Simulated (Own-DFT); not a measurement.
# Cleaving wurtzite AlN, m plane (10-10)

Source: density functional calculations with Own-DFT, an unreviewed in-house program that is no longer used. Nothing was measured or relaxed, and spin and spin-orbit coupling are left out.

Limits (not all hold for every row): some atoms lie very close together; forces not confirmed at this smearing and k mesh; k mesh not checked against a denser one.

Both sets of runs: PBE; PseudoDojo norm-conserving scalar-relativistic files; cutoff 42 hartree; Gaussian smearing of 0.01 eV. The slab has 128 atoms in 16 layers, two equal faces of 62.02 Å² as cut, 15 Å of vacuum, a dipole correction along the normal and a 6 x 3 x 1 mesh. The bulk cell has 72 atoms, the same measured lattice constants and a 4 x 4 x 3 mesh. All atoms were moved at random; u is the rms move along one axis. Energies are counted from -174.06 eV for each atom.

| slab run | u (Å) | E (eV, cell) |
|---|---|---|
| 1 | 0.0476 | 28.517 |
| 2 | 0.0484 | 28.863 |
| 3 | 0.0500 | 28.290 |
| 4 | 0.0531 | 30.461 |
| 5 | 0.0957 | 57.371 |
| 6 | 0.0980 | 60.187 |
| 7 | 0.0989 | 54.541 |
| 8 | 0.0994 | 59.957 |
| 9 | 0.1001 | 58.670 |
| 10 | 0.1008 | 58.592 |
| 11 | 0.1013 | 63.033 |
| 12 | 0.1091 | 66.914 |

| bulk run | u (Å) | E (meV/atom) |
|---|---|---|
| 1 | 0.0190 | -3.05 |
| 2 | 0.0196 | -1.46 |
| 3 | 0.0201 | -1.58 |
| 4 | 0.0202 | -1.79 |
| 5 | 0.0203 | -0.80 |
| 6 | 0.0942 | 323.59 |
| 7 | 0.0945 | 261.44 |
| 8 | 0.0951 | 288.66 |
| 9 | 0.1020 | 356.77 |
| 10 | 0.1079 | 382.48 |

Question: what is the energy of the unrelaxed surface?

## Worked answer

Take each set to u = 0 with E = a + b u². Residuals are scaled by 1/(u² + 0.0006 Å²) to tame the large moves. Slab: a = 19.01 ± 0.48 eV. Bulk: a = -15.3 ± 0.9 meV/atom. The excess is 19.01 - 128 x (-0.0153) = 20.97 ± 0.49 eV. Over two faces that is 169 meV/Å², or 2.71 ± 0.06 J/m². Relaxing the faces would lower the energy, and the unlike meshes and the reach from the smallest u down to zero add errors that aren't counted here.
